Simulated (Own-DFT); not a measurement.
# How much smaller does PBEsol make it? C11b WSi2, 30 atoms (Si20W10)

The numbers are computed, not measured, by runs of the plane-wave DFT program Own-DFT (in-house, retired, unreviewed) at fixed positions, with no spin and no spin-orbit coupling.

Known weak points: forces on such cells failed a check on a denser k mesh; stress not checked against mesh or cutoff.

Each geometry was run with PBE and with PBEsol, otherwise alike: PseudoDojo norm-conserving scalar-relativistic files made for PBE; cutoff 50 hartree; 5 x 5 x 5 k mesh centred on Gamma; cold (Marzari-Vanderbilt) smearing of 0.2 eV. Unstrained cell vectors in Å: (-2.149, -5.953, 3.409); (-6.444, 2.976, 1.136); (-2.553, -2.948, -6.757). Each has a uniform strain, of which the change of volume is shown, and random moves of rms u per axis.

| run | volume change (%) | u (Å) | P with PBE (GPa) | P with PBEsol (GPa) |
|---|---|---|---|---|
| 1 | 1.07 | 0.0480 | 3.16 | -0.87 |
| 2 | 1.98 | 0.0521 | 2.26 | -1.75 |
| 3 | -0.17 | 0.0495 | 6.49 | 2.37 |
| 4 | -0.48 | 0.0468 | 8.19 | 4.08 |
| 5 | -0.01 | 0.0469 | 5.46 | 1.37 |
| 6 | 2.48 | 0.0453 | 1.07 | -2.89 |
| 7 | 0.14 | 0.0429 | 5.63 | 1.53 |
| 8 | -4.20 | 0.0517 | 18.37 | 14.06 |
| 9 | -2.18 | 0.0542 | 11.75 | 7.55 |
| 10 | 2.71 | 0.0579 | 1.26 | -2.71 |
| 11 | 0.54 | 0.0530 | 4.81 | ? |

Question: by how much does PBEsol shrink this cell, and what belongs in the blank?

## Working it out

Write v for the change of volume as a fraction. Fitted to v and u², the PBE pressure has a slope of -247 ± 13 GPa in v, with the ions held to the strained lattice. The difference PBEsol less PBE is -4.10 + 5.0 v GPa (slope ± 0.2) and averages -4.09 GPa. Divided by the mean slope of the two, 245 GPa, that makes PBEsol's volume at a given pressure, near 4 GPa, about 1.7 % smaller, or 0.56 % in lengths. At one volume PBEsol's slope is the smaller by 5 GPa, but its pressure there is lower too. If stiffness rises by about 4 GPa for each GPa, PBEsol at equal pressure is stiffer by about 11 GPa. Files made for PBEsol would give a different shift.

For run 11 the line gives 0.74 GPa. Computed: 0.75 GPa.
